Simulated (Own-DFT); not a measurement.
# Point defects and the pressure they add: L1_0 TiAl

Source: density functional calculations with Own-DFT, an unreviewed in-house program that is no longer used. Nothing was measured or relaxed, and spin and spin-orbit coupling are left out.

Method: PBEsol; PseudoDojo norm-conserving scalar-relativistic files, made for PBE; cutoff 42 hartree; 4 x 4 x 4 k mesh centred on Gamma; cold (Marzari-Vanderbilt) smearing of 0.2 eV.

Limits: forces on such cells failed a check on a denser k mesh; stress not checked against mesh or cutoff.

All runs share one cell, with vectors in Å (5.622, 5.622, 0.000); (-5.622, 5.622, 0.000); (0.000, 0.000, 8.133) and a volume of 514.0 Å³. Atoms were moved at random from their sites; u is the rms move along one axis. The defect's site can differ from row to row.

```
            cell   formula   u (Å)  P (GPa)
       no defect  Al16Ti16  0.0180    -1.68
       no defect  Al16Ti16  0.0211    -1.66
       no defect  Al16Ti16  0.0528    -1.17
  one Ti vacancy  Al16Ti15  0.0292    -2.31
  one Ti vacancy  Al16Ti15  0.0308    -2.09
  one Ti vacancy  Al16Ti15  0.0310    -2.19
two Al vacancies  Al14Ti16  0.0273    -3.44
two Al vacancies  Al14Ti16  0.0332    -3.30
two Al vacancies  Al14Ti16  0.0466        ?
two Al vacancies  Al14Ti16  0.0522    -3.30
```

## What the rows give

P = P0 + c u² + a shift for each defect gives P0 = -1.68 GPa, c = 151 ± 47 GPa/Å² and a scatter of 0.11 GPa. The shifts, and each times the cell's volume:

- one Ti vacancy: -0.65 ± 0.09 GPa, -2.1 eV
- two Al vacancies: -1.89 ± 0.10 GPa, -6.1 eV (-3.0 eV for each of its 2 sites)

Against the defect-free cell, a freed cell would be larger where the shift is positive and smaller where it is negative (160.2 GPa Å³ is 1 eV). The atoms around the defects weren't relaxed, which would change these numbers.

## Test on the hidden row

The question: what pressure belongs in the blank (two Al vacancies, u = 0.0466 Å)?

The fit gives -3.25 ± 0.14 GPa. Computed: -2.82 GPa. That is outside the usual scatter, by luck or through something left out of the fit.
